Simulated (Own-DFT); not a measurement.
In3GaP4 (zincblende random alloy, strained, atoms displaced) (calculated)

All values are calculated (Own-DFT development build). A calculation, not a measurement: plane-wave PBE density functional theory by an unreviewed code, no spin, of a simulated periodic cell, stress positive in tension, free energy of the whole cell less one offset for each atom, forces on such cells passed a denser k mesh, this cell's mesh not checked; offsets are fitted by least squares, one for each functional and potential file, so energies compare only between cells with the same atoms and settings and are not formation energies; the far tail of each file's local potential was reset to the Coulomb form; each entry is a single point on an unrelaxed cell, so the pressure reflects the starting lattice, mostly measured values, from which strain is counted, and rises with the displacements; printed positions are rounded, which can move forces by about a meV/angstrom; the program is a retired in-house code; no spin-orbit coupling.

Settings shared by all entries: functional PBE; potential files PseudoDojo norm-conserving, scalar-relativistic, standard set; wave cutoff 42 hartree; occupations Fermi-Dirac; smearing width 0.1 eV; k mesh 3 x 3 x 3 centred on Gamma.

```json
{"entry": 1, "formula": "In3GaP4", "kind": "zincblende random alloy, strained, atoms displaced", "structure": {"cell_angstrom": [[11.3066, 0.0, 0.0], [0.0, 11.3066, 0.0], [0.0, 0.0, 11.7722]], "atoms_fractional": [["In", 0.99789, 0.0008, 0.9979], ["In", 0.00325, 0.25068, 0.24782], ["In", 0.24962, 0.00249, 0.24916], ["In", 0.24631, 0.25177, 0.00314], ["P", 0.12747, 0.12897, 0.1217], ["P", 0.12081, 0.38123, 0.37732], ["P", 0.37927, 0.12277, 0.37619], ["P", 0.37778, 0.37608, 0.11698], ["In", 0.98788, 0.00188, 0.49502], ["In", 0.99996, 0.2425, 0.75017], ["In", 0.25486, 0.00319, 0.75847], ["Ga", 0.24303, 0.24318, 0.50083], ["P", 0.12513, 0.12223, 0.62411], ["P", 0.13259, 0.37128, 0.87233], ["P", 0.37467, 0.12693, 0.8802], ["P", 0.3752, 0.37432, 0.61707], ["Ga", 0.00821, 0.50589, 0.00848], ["Ga", 0.00084, 0.74889, 0.25144], ["In", 0.24623, 0.50032, 0.24825], ["In", 0.2496, 0.74497, 0.00661], ["P", 0.12065, 0.62497, 0.12557], ["P", 0.12111, 0.87511, 0.37255], ["P", 0.38276, 0.62952, 0.38049], ["P", 0.37185, 0.87649, 0.11849], ["In", 0.99652, 0.49612, 0.49132], ["In", 0.99716, 0.7483, 0.75495], ["In", 0.25121, 0.50186, 0.74798], ["In", 0.2483, 0.75786, 0.50804], ["P", 0.12013, 0.63022, 0.62169], ["P", 0.12568, 0.87415, 0.87515], ["P", 0.38593, 0.62835, 0.87731], ["P", 0.37114, 0.87276, 0.62656], ["Ga", 0.49659, 0.99985, 0.00426], ["In", 0.49499, 0.23778, 0.25343], ["Ga", 0.7575, 0.99575, 0.24888], ["In", 0.75122, 0.24361, 0.99378], ["P", 0.62501, 0.12235, 0.13123], ["P", 0.62228, 0.37905, 0.37988], ["P", 0.87346, 0.12514, 0.37405], ["P", 0.88325, 0.37551, 0.12733], ["In", 0.49528, 0.9941, 0.49881], ["In", 0.4997, 0.25126, 0.74949], ["In", 0.75865, 0.99821, 0.7458], ["In", 0.74843, 0.24726, 0.49925], ["P", 0.62655, 0.12246, 0.61791], ["P", 0.62679, 0.36947, 0.87444], ["P", 0.87781, 0.12913, 0.87526], ["P", 0.87471, 0.37187, 0.61391], ["Ga", 0.50202, 0.49587, 0.00632], ["Ga", 0.50757, 0.75206, 0.24722], ["In", 0.75799, 0.50157, 0.25032], ["In", 0.74935, 0.74571, 0.9996], ["P", 0.61609, 0.62172, 0.11999], ["P", 0.62693, 0.87888, 0.3761], ["P", 0.87759, 0.62059, 0.36194], ["P", 0.8736, 0.86839, 0.12878], ["In", 0.49931, 0.50195, 0.49855], ["Ga", 0.50878, 0.74759, 0.74781], ["In", 0.74678, 0.49216, 0.7444], ["In", 0.75402, 0.74903, 0.50083], ["P", 0.62357, 0.62409, 0.63209], ["P", 0.6281, 0.87418, 0.87467], ["P", 0.8766, 0.61812, 0.8747], ["P", 0.87185, 0.88119, 0.61484]]}, "results": {"free_energy_of_cell_above_offsets [eV]": "-29.696", "pressure [GPa]": 5.55, "stress_xx [GPa]": -6.2, "stress_yy [GPa]": -6.19, "stress_zz [GPa]": -4.25, "stress_yz [GPa]": 0.17, "stress_xz [GPa]": 0.49, "stress_xy [GPa]": -0.46, "force_element": ["In", "In", "In", "In", "P", "P", "P", "P", "In", "In", "In", "Ga", "P", "P", "P", "P", "Ga", "Ga", "In", "In", "P", "P", "P", "P", "In", "In", "In", "In", "P", "P", "P", "P", "Ga", "In", "Ga", "In", "P", "P", "P", "P", "In", "In", "In", "In", "P", "P", "P", "P", "Ga", "Ga", "In", "In", "P", "P", "P", "P", "In", "Ga", "In", "In", "P", "P", "P", "P"], "force_x [eV/angstrom]": [0.181, 0.082, 0.009, 0.666, -0.585, 1.822, -2.222, 0.477, 1.703, 0.385, -0.258, 0.443, 0.539, -1.535, 1.178, -1.068, -0.622, 0.017, 1.15, 0.127, -0.883, -0.424, -0.708, 1.663, -0.201, -0.153, 0.383, -0.328, -0.248, 0.007, 0.497, 1.556, 0.421, 0.75, -0.501, -0.3, 0.634, 0.508, -0.794, -0.28, 0.294, -0.167, -1.068, -0.401, -0.51, -0.823, -0.187, 0.354, -0.054, -0.514, -1.966, -0.105, -0.027, 0.365, 1.001, 0.421, 0.235, -0.551, 0.695, -0.571, -0.261, -1.231, 0.314, 0.671], "force_y [eV/angstrom]": [-0.44, -0.287, -0.259, 0.166, -0.816, -2.103, 0.22, 0.29, 0.106, 1.398, -0.317, 0.618, -0.051, 1.163, -0.359, -0.917, -0.947, 0.209, 0.169, 0.016, 0.38, -0.511, 1.156, 0.128, 1.278, 0.462, 0.403, -0.824, -0.834, -0.138, -0.476, 0.074, -0.01, 2.05, 0.152, 0.709, -1.447, -0.623, 0.007, 0.526, 0.023, -0.444, 0.467, 0.196, -0.286, 1.106, -1.126, -0.063, 0.118, 0.084, -1.008, -0.25, -0.007, -0.603, 2.173, 0.406, 0.096, 0.498, -0.037, -0.778, 0.774, 0.498, -0.822, -1.337], "force_z [eV/angstrom]": [0.582, 0.616, -0.024, -0.478, 0.505, -0.164, 1.248, 0.772, -0.103, -0.585, -0.616, -0.202, -0.783, 0.487, 0.723, -0.028, -1.079, -0.129, 0.401, -1.124, 0.555, -0.482, -1.65, 1.022, 1.159, -0.676, -0.112, -1.401, 0.158, 0.304, -0.22, 1.646, -0.388, -0.564, 0.224, 1.517, -0.759, -1.218, -1.71, -1.693, 0.55, -0.514, 0.542, -0.645, 1.031, 0.923, -0.348, 1.264, -1.05, 0.186, -1.11, -0.099, 0.8, -1.757, 1.168, 0.825, 0.567, 0.549, 0.447, -0.663, -0.447, -0.191, 0.862, 1.376]}}
{"entry": 2, "formula": "In3GaP4", "kind": "zincblende random alloy, strained, atoms displaced", "structure": {"cell_angstrom": [[11.3066, 0.0, 0.0], [0.0, 11.3066, 0.0], [0.0, 0.0, 11.7722]], "atoms_fractional": [["In", 0.00084, 0.99698, 0.99758], ["In", 0.99927, 0.2461, 0.25071], ["Ga", 0.25006, 0.99632, 0.24903], ["In", 0.24522, 0.25265, 0.99952], ["P", 0.12276, 0.11523, 0.12205], ["P", 0.12885, 0.37346, 0.37341], ["P", 0.36341, 0.12207, 0.38034], ["P", 0.37357, 0.37086, 0.12834], ["In", 0.98838, 0.99747, 0.49769], ["Ga", 0.003, 0.2511, 0.75688], ["In", 0.25078, 0.00907, 0.75406], ["In", 0.24959, 0.25376, 0.50463], ["P", 0.12628, 0.12676, 0.63195], ["P", 0.12112, 0.38403, 0.87163], ["P", 0.37456, 0.12711, 0.87924], ["P", 0.38685, 0.3728, 0.6201], ["In", 0.99812, 0.50576, 0.01075], ["In", 0.00296, 0.74682, 0.24972], ["In", 0.25131, 0.50488, 0.25284], ["In", 0.24124, 0.7427, 0.00466], ["P", 0.13015, 0.62728, 0.12172], ["P", 0.12497, 0.87215, 0.38487], ["P", 0.37825, 0.62185, 0.37876], ["P", 0.37089, 0.8732, 0.12742], ["In", 0.99982, 0.48861, 0.50121], ["Ga", 0.99795, 0.74854, 0.75141], ["Ga", 0.25247, 0.49755, 0.75637], ["In", 0.24837, 0.74365, 0.5043], ["P", 0.13505, 0.62144, 0.63086], ["P", 0.12544, 0.87674, 0.87001], ["P", 0.37761, 0.62335, 0.87262], ["P", 0.37205, 0.87501, 0.62959], ["Ga", 0.49791, 0.00149, 0.99473], ["Ga", 0.49147, 0.25208, 0.24506], ["In", 0.752, 0.99281, 0.25809], ["In", 0.74889, 0.25726, 0.99269], ["P", 0.62024, 0.12298, 0.12618], ["P", 0.62132, 0.37097, 0.37391], ["P", 0.86839, 0.13018, 0.37778], ["P", 0.88369, 0.37502, 0.13068], ["In", 0.50271, 0.99782, 0.49465], ["Ga", 0.50152, 0.2518, 0.74289], ["In", 0.74688, 0.00395, 0.75517], ["In", 0.75069, 0.24532, 0.48982], ["P", 0.62632, 0.12891, 0.61842], ["P", 0.63297, 0.38198, 0.87247], ["P", 0.8788, 0.12391, 0.87233], ["P", 0.88161, 0.3752, 0.61943], ["In", 0.50455, 0.50624, 0.0046], ["In", 0.49443, 0.75019, 0.24848], ["In", 0.7511, 0.49897, 0.24576], ["In", 0.74412, 0.75629, 0.99549], ["P", 0.62063, 0.63122, 0.12128], ["P", 0.62274, 0.86991, 0.37137], ["P", 0.87055, 0.62042, 0.37031], ["P", 0.87693, 0.87398, 0.12569], ["In", 0.50096, 0.50552, 0.5012], ["Ga", 0.50275, 0.75376, 0.74814], ["In", 0.74712, 0.50014, 0.74308], ["In", 0.75536, 0.75155, 0.50265], ["P", 0.61931, 0.62633, 0.62626], ["P", 0.62087, 0.87296, 0.87069], ["P", 0.87663, 0.6288, 0.87572], ["P", 0.87299, 0.87378, 0.61831]]}, "results": {"free_energy_of_cell_above_offsets [eV]": "-29.272", "pressure [GPa]": 5.66, "stress_xx [GPa]": -6.29, "stress_yy [GPa]": -6.34, "stress_zz [GPa]": -4.33, "stress_yz [GPa]": 0.53, "stress_xz [GPa]": 0.01, "stress_xy [GPa]": -0.41, "force_element": ["In", "In", "Ga", "In", "P", "P", "P", "P", "In", "Ga", "In", "In", "P", "P", "P", "P", "In", "In", "In", "In", "P", "P", "P", "P", "In", "Ga", "Ga", "In", "P", "P", "P", "P", "Ga", "Ga", "In", "In", "P", "P", "P", "P", "In", "Ga", "In", "In", "P", "P", "P", "P", "In", "In", "In", "In", "P", "P", "P", "P", "In", "Ga", "In", "In", "P", "P", "P", "P"], "force_x [eV/angstrom]": [-0.312, 0.825, -0.218, -0.23, 0.958, -0.224, 0.679, 0.5, 1.317, -0.045, 0.309, -0.2, -1.576, 0.041, 1.714, -0.993, -0.025, -0.047, 0.122, 1.65, -0.959, 0.41, -0.471, -0.161, 1.05, 0.47, 0.501, 0.647, -1.38, -0.575, -0.177, 1.055, -0.003, 0.285, -0.218, 0.475, -0.486, -0.734, 1.474, -1.048, -0.619, 0.303, 0.04, -0.818, -0.665, -1.976, 0.433, -0.993, -0.823, 0.049, -1.021, 0.7, 1.027, 0.186, 0.762, -0.273, 0.591, -0.759, 1.131, -1.073, 0.138, -1.473, 0.152, 0.583], "force_y [eV/angstrom]": [-0.367, -0.481, 0.063, 0.026, 0.256, -0.054, -0.08, 0.32, 0.937, 0.047, -0.753, -0.212, 0.723, -0.424, 0.47, 0.175, -0.124, 0.255, -0.483, 1.665, -1.088, 0.706, 0.734, 1.457, 1.843, 0.104, 0.074, 0.466, -0.689, -1.19, 0.332, -0.331, -0.096, -0.759, 0.626, -0.93, 0.133, 0.026, -1.396, -0.369, -0.031, -0.16, -0.148, 1.745, 0.077, -0.723, 1.102, -1.851, -1.159, -0.179, -0.169, -0.272, 0.032, -0.358, 0.226, -0.062, -0.74, -0.257, 0.35, -0.988, 1.342, 0.629, 0.237, -0.253], "force_z [eV/angstrom]": [-0.222, 0.171, 0.394, 0.053, 1.233, -0.205, -2.011, 0.032, 0.2, -0.698, -0.168, 0.237, -0.293, -0.407, -0.275, 2.054, -1.174, 0.435, -0.222, -2.08, 1.845, -1.564, -0.402, -0.758, -0.765, -0.277, -0.589, -0.002, 1.216, -0.294, -0.838, 0.24, 0.563, 0.711, -1.047, 1.131, -0.235, -1.133, -1.404, -0.786, 0.519, 0.575, -1.068, 1.744, 1.249, -0.593, -0.127, 1.881, -0.737, 0.198, -0.054, 0.406, 0.87, 0.633, 0.827, -0.098, -0.37, -0.128, -0.139, -0.823, 0.542, 0.092, -0.745, 2.678]}}
```
